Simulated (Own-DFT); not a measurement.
# One trend across several semiconductors

Source: density functional calculations with Own-DFT, an unreviewed in-house program that is no longer used. Nothing was measured or relaxed, and spin and spin-orbit coupling are left out.

Limits (not all hold for every row): forces on such cells moved up to 12 meV/angstrom on a denser k mesh; forces not confirmed at this smearing and k mesh; k mesh not checked against a denser one; forces on such cells passed a denser k mesh, each cell not checked; stress not checked against mesh or cutoff.

All runs are PBE with PseudoDojo norm-conserving files; cutoff and k mesh are each material's own. Every cell starts from measured lattice constants and was given uniform random strains and small random moves of its atoms. Each triple is the change of volume in per cent, the rms move u in Å and the pressure in GPa.

- wurtzite AlN (Al64N64), 10.45 Å³/atom unstrained: (-1.79, 0.049, 9.76); (-0.81, 0.049, 7.35); (-0.14, 0.046, 5.78); (0.10, 0.051, 5.78); (0.93, 0.050, 3.87); (1.78, 0.050, 2.52); (2.18, 0.048, 1.90)
- wurtzite GaN (Ga36N36), 11.42 Å³/atom unstrained: (-2.58, 0.051, 13.61); (-1.85, 0.050, 11.60); (-1.36, 0.052, 10.84); (-1.28, 0.050, 10.52); (-1.23, 0.052, 10.21); (-0.18, 0.049, 8.03); (3.79, 0.051, 0.51)
- diamond silicon (Si64), 20.02 Å³/atom unstrained: withheld
- zincblende GaAs (As32Ga32), 22.58 Å³/atom unstrained: (-3.50, 0.053, 7.25); (-1.06, 0.050, 4.94); (-0.92, 0.049, 4.90); (1.65, 0.047, 2.77); (1.69, 0.055, 3.05); (3.73, 0.051, 1.58); (3.84, 0.051, 1.34)
- zincblende InP (In32P32), 25.27 Å³/atom unstrained: (-3.71, 0.048, 6.66); (-3.03, 0.052, 6.27); (-1.46, 0.055, 4.91); (-0.74, 0.049, 4.25); (0.82, 0.054, 3.29); (0.95, 0.045, 3.01); (3.93, 0.049, 1.17)
- grey tin (Sn64), 34.15 Å³/atom unstrained: (-3.64, 0.053, 5.81); (-1.73, 0.051, 4.86); (-0.81, 0.048, 4.19); (-0.07, 0.052, 3.73); (0.28, 0.051, 3.55); (0.90, 0.051, 3.31); (1.96, 0.052, 2.92)

## Working it out

Fit a line to each set against the fractional change of volume; B is minus its slope, and u is nearly the same within a set. To take it to zero pressure, assume that B rises by 4 GPa for each GPa: B0 = B - 4 x (mean pressure). The bond length of an ideal tetrahedral crystal with the unstrained volume v is d = (√3/4)(8 v)^(1/3). Cohen's empirical rule reads B0 = (1971 - 220 L) d^(-3.5) GPa, with L = 0 for group IV crystals and SiC and 1 for III-V compounds.

```
                  material  L  d (Å)  B (GPa)  mean P (GPa)  B0 (GPa)  rule (GPa)
    wurtzite AlN (Al64N64)  1  1.893  195 ± 8           5.3   174 ± 8         188
    wurtzite GaN (Ga36N36)  1  1.950  202 ± 6           9.3   164 ± 6         169
    diamond silicon (Si64)  0  2.352        ?             ?         ?          99
zincblende GaAs (As32Ga32)  1  2.448   78 ± 3           3.7    63 ± 3          76
  zincblende InP (In32P32)  1  2.541   73 ± 2           4.2    57 ± 2          67
           grey tin (Sn64)  0  2.810   54 ± 3           4.1    38 ± 3          53
```

A line through ln[B0/(1971 - 220 L)] against ln d has a slope of -4.1 ± 0.2 and a scatter of 5 %. Against the rule, B0 stands at 93 % for wurtzite AlN, 97 % for wurtzite GaN, 83 % for zincblende GaAs, 85 % for zincblende InP, 71 % for grey tin. PBE tends to make silicon and heavier crystals too soft, and the rule itself is only a guide.

## The run left out

Question: what B0 does the fitted trend give for diamond silicon (Si64)?

Estimate: 83 GPa. Its own runs give B = 97 ± 6 GPa at a mean pressure of 2.7 GPa, so B0 = 87 GPa.
